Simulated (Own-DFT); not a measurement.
Simulation results for Si₃N₄ (beta silicon nitride, strained, atoms displaced)

A calculation, not a measurement: plane-wave PBE density functional theory by an unreviewed code, no spin, of a simulated periodic cell, stress positive in tension, free energy of the whole cell less one offset for each atom, forces on such cells passed a denser k mesh, this cell's mesh not checked; offsets are fitted by least squares, one for each functional and potential file, so energies compare only between cells with the same atoms and settings and are not formation energies; the far tail of each file's local potential was reset to the Coulomb form; each entry is a single point on an unrelaxed cell, so the pressure reflects the starting lattice, mostly measured values (interpolated for alloys), from which strain is counted, and rises with the displacements; printed positions are rounded, which can move forces by about a meV/angstrom; the program, named Own-DFT, is a retired in-house code; no spin-orbit coupling; before rounding, a Quantum ESPRESSO 7.3.1 run of the same cell and cutoff gave forces within 1 meV/angstrom rms on each cell, which checks the program and not the settings. Program: Own-DFT development build.

Common to all runs: functional PBE; potential files PseudoDojo norm-conserving, scalar-relativistic, standard set; wave cutoff 42 hartree; occupations Fermi-Dirac; smearing width 0.1 eV; k mesh 3 x 3 x 3 centred on Gamma.

(1) Si₃N₄ (beta silicon nitride, strained, atoms displaced)

```
cell vectors (Å)
   7.7412     0.0341     0.0091
  -3.8410     6.7017    -0.0055
   0.0104    -0.0013     8.6881
atoms (fractions of the cell vectors)
Si  0.16731  0.76443  0.07991
Si  0.22946  0.40306  0.07273
Si  0.60150  0.82683  0.07059
Si  0.82911  0.22180  0.25115
Si  0.76849  0.60285  0.25464
Si  0.41631  0.17700  0.25219
N   0.33156  0.02856  0.08725
N   0.97279  0.30791  0.08856
N   0.70419  0.68083  0.08208
N   0.65641  0.96479  0.24868
N   0.02589  0.69843  0.25179
N   0.28673  0.32254  0.25604
N   0.33788  0.66092  0.08684
N   0.68522  0.34865  0.25489
Si  0.17272  0.77302  0.41837
Si  0.23579  0.39933  0.42607
Si  0.59814  0.82251  0.41528
Si  0.83167  0.23063  0.57677
Si  0.76816  0.59283  0.58778
Si  0.38990  0.14588  0.58981
N   0.34393  0.04265  0.41756
N   0.97361  0.29853  0.40829
N   0.69244  0.67536  0.42740
N   0.64126  0.95766  0.57317
N   0.03656  0.69862  0.58470
N   0.29384  0.33259  0.59132
N   0.32726  0.66019  0.42400
N   0.66534  0.33336  0.59455
Si  0.17677  0.77377  0.75508
Si  0.24071  0.40817  0.74461
Si  0.60431  0.82523  0.75353
Si  0.82841  0.22789  0.91342
Si  0.76494  0.58491  0.92517
Si  0.41090  0.17757  0.92322
N   0.32667  0.03318  0.75411
N   0.96417  0.30500  0.75454
N   0.69154  0.64869  0.75709
N   0.66069  0.96941  0.91754
N   0.04785  0.70001  0.91624
N   0.30762  0.33445  0.91256
N   0.34066  0.66660  0.74731
N   0.66325  0.32478  0.91779
```

Results for Si₃N₄ (beta silicon nitride, strained, atoms displaced): free energy of cell above offsets -3.085 eV; pressure 0.14 GPa; stress xx 6.32 GPa; stress yy 5.28 GPa; stress zz -12.01 GPa; stress yz -0.16 GPa; stress xz 1.83 GPa; stress xy 2.35 GPa.

Force:
| element | x (eV/Å) | y (eV/Å) | z (eV/Å) |
| --- | --- | --- | --- |
| Si | 3.423 | 0.657 | 3.212 |
| Si | -0.059 | 0.848 | 3.41 |
| Si | -3.352 | -1.199 | 4.135 |
| Si | -1.642 | 0.743 | -0.635 |
| Si | 0.555 | -0.709 | 0.407 |
| Si | -0.622 | 2.164 | -0.429 |
| N | -0.134 | -0.091 | -0.358 |
| N | 0.02 | -1.073 | -2.467 |
| N | 2.088 | -1.265 | 0.572 |
| N | 1.004 | 0.608 | -0.999 |
| N | -0.089 | 1.046 | -0.206 |
| N | 2.395 | -0.751 | -1.882 |
| N | -0.861 | 1.113 | -0.729 |
| N | -1.514 | -1.842 | -0.331 |
| Si | 2.441 | -0.64 | -0.89 |
| Si | -2.138 | 2.089 | -2.546 |
| Si | -4.605 | -0.628 | -1.189 |
| Si | -2.382 | -0.292 | 0.764 |
| Si | 1.025 | -1.457 | -0.155 |
| Si | 1.169 | 6.373 | -1.152 |
| N | -0.749 | -3.429 | -0.302 |
| N | 0.489 | -0.4 | 2.683 |
| N | 3.627 | -1.94 | -1.218 |
| N | 1.937 | 3.241 | 3.713 |
| N | -1.956 | 0.179 | 0.729 |
| N | 3.714 | -3.419 | -2.468 |
| N | 0.233 | 0.817 | -0.654 |
| N | 0.151 | -1.005 | -0.927 |
| Si | 2.739 | -0.791 | -2.17 |
| Si | -3.132 | 1.899 | 3.602 |
| Si | -1.904 | -1.46 | -2.164 |
| Si | -1.294 | 0.511 | 2.283 |
| Si | 1.459 | -0.375 | -1.033 |
| Si | -0.432 | -0.412 | -0.373 |
| N | -0.159 | -2.161 | 2.288 |
| N | 2.547 | 0.11 | -2.309 |
| N | -0.779 | 2.331 | 0.18 |
| N | 0.995 | 1.584 | -2.062 |
| N | -4.63 | -1.943 | 0.116 |
| N | 0.304 | -0.784 | 0.161 |
| N | -0.609 | 0.676 | 0.686 |
| N | 0.73 | 1.079 | 0.708 |

(2) Si₃N₄ (beta silicon nitride, strained, atoms displaced)

```
cell vectors (Å)
   7.5855     0.0351     0.1118
  -3.7623     6.4930    -0.1853
   0.1282    -0.1715     8.5906
atoms (fractions of the cell vectors)
Si  0.16554  0.75339  0.08396
Si  0.23545  0.40121  0.08713
Si  0.59088  0.82106  0.08139
Si  0.83199  0.21617  0.25317
Si  0.78865  0.61145  0.26416
Si  0.39891  0.17186  0.24942
N   0.33754  0.02793  0.08878
N   0.98628  0.30610  0.08522
N   0.70035  0.66428  0.08061
N   0.65478  0.95616  0.24106
N   0.02491  0.69212  0.24899
N   0.31130  0.34762  0.25271
N   0.33388  0.66243  0.08619
N   0.66870  0.31620  0.24972
Si  0.18534  0.77186  0.40047
Si  0.22650  0.40112  0.40435
Si  0.61325  0.82092  0.40432
Si  0.84606  0.23003  0.58462
Si  0.77631  0.59712  0.57697
Si  0.40602  0.17260  0.58676
N   0.33961  0.04126  0.41880
N   0.96033  0.30134  0.40994
N   0.71193  0.67548  0.42543
N   0.67353  0.97341  0.58245
N   0.03870  0.71052  0.58213
N   0.29784  0.33186  0.59120
N   0.33889  0.68081  0.40920
N   0.66043  0.32973  0.57860
Si  0.17598  0.77590  0.74850
Si  0.24484  0.40141  0.74960
Si  0.60436  0.83235  0.74098
Si  0.82229  0.22671  0.91670
Si  0.77104  0.58901  0.92647
Si  0.39807  0.16983  0.92351
N   0.33125  0.03388  0.74928
N   0.96669  0.29534  0.74460
N   0.70762  0.66573  0.75531
N   0.66391  0.97303  0.91539
N   0.03584  0.70087  0.91888
N   0.30742  0.33408  0.92229
N   0.34085  0.65321  0.74101
N   0.65418  0.32501  0.91884
```

The calculation gives: free energy of cell above offsets 0.039 eV; pressure 18.02 GPa; stress xx -12.97 GPa; stress yy -13.56 GPa; stress zz -27.53 GPa; stress yz -9.04 GPa; stress xz 5.85 GPa; stress xy 1.4 GPa.

Force:
| element | x (eV/Å) | y (eV/Å) | z (eV/Å) |
| --- | --- | --- | --- |
| Si | 2.274 | 1.781 | -0.887 |
| Si | -0.394 | 2.116 | -0.601 |
| Si | -0.048 | -1.663 | -4.024 |
| Si | -4.076 | 0.461 | -4.164 |
| Si | -2.983 | -6.285 | -4.956 |
| Si | 3.141 | 2.102 | 2.051 |
| N | -1.47 | -2.475 | -1.775 |
| N | -2.654 | -2.099 | -0.057 |
| N | -1.282 | 1.63 | 5.075 |
| N | 1.94 | 2.535 | 3.483 |
| N | 2.851 | 1.789 | -0.225 |
| N | 3.311 | -2.588 | -3.296 |
| N | -0.574 | 0.073 | -0.292 |
| N | -1.237 | 2.793 | -0.006 |
| Si | -1.233 | 1.851 | 4.162 |
| Si | -2.3 | 3.029 | 7.134 |
| Si | -5.613 | 1.687 | 2.321 |
| Si | -5.714 | -0.209 | -1.737 |
| Si | 1.676 | -2.355 | 4.822 |
| Si | 0.305 | 1.914 | 0.277 |
| N | -1.312 | -2.705 | -2.536 |
| N | 4.541 | 1.182 | 2.493 |
| N | -0.419 | 0.306 | -1.131 |
| N | 0.746 | -0.586 | -2.143 |
| N | -0.243 | -0.455 | -2.139 |
| N | 2.31 | -2.314 | -7.267 |
| N | 3.536 | -2.991 | 0.117 |
| N | 2.6 | 1.008 | 0.286 |
| Si | 2.292 | -1.941 | -0.341 |
| Si | -3.978 | 1.18 | 4.625 |
| Si | -0.073 | -2.923 | 1.805 |
| Si | -0.296 | 1.81 | 0.295 |
| Si | 0.777 | -1.027 | -4.716 |
| Si | 1.52 | -0.033 | -0.35 |
| N | -0.11 | -0.814 | 0.737 |
| N | 3.006 | 1.423 | 4.081 |
| N | -0.637 | 1.167 | -0.406 |
| N | 0.432 | -1.574 | 0.853 |
| N | -0.951 | -0.673 | -0.675 |
| N | 0.056 | -0.798 | -1.571 |
| N | -2.148 | 3.932 | 0.541 |
| N | 2.432 | 0.739 | 0.134 |
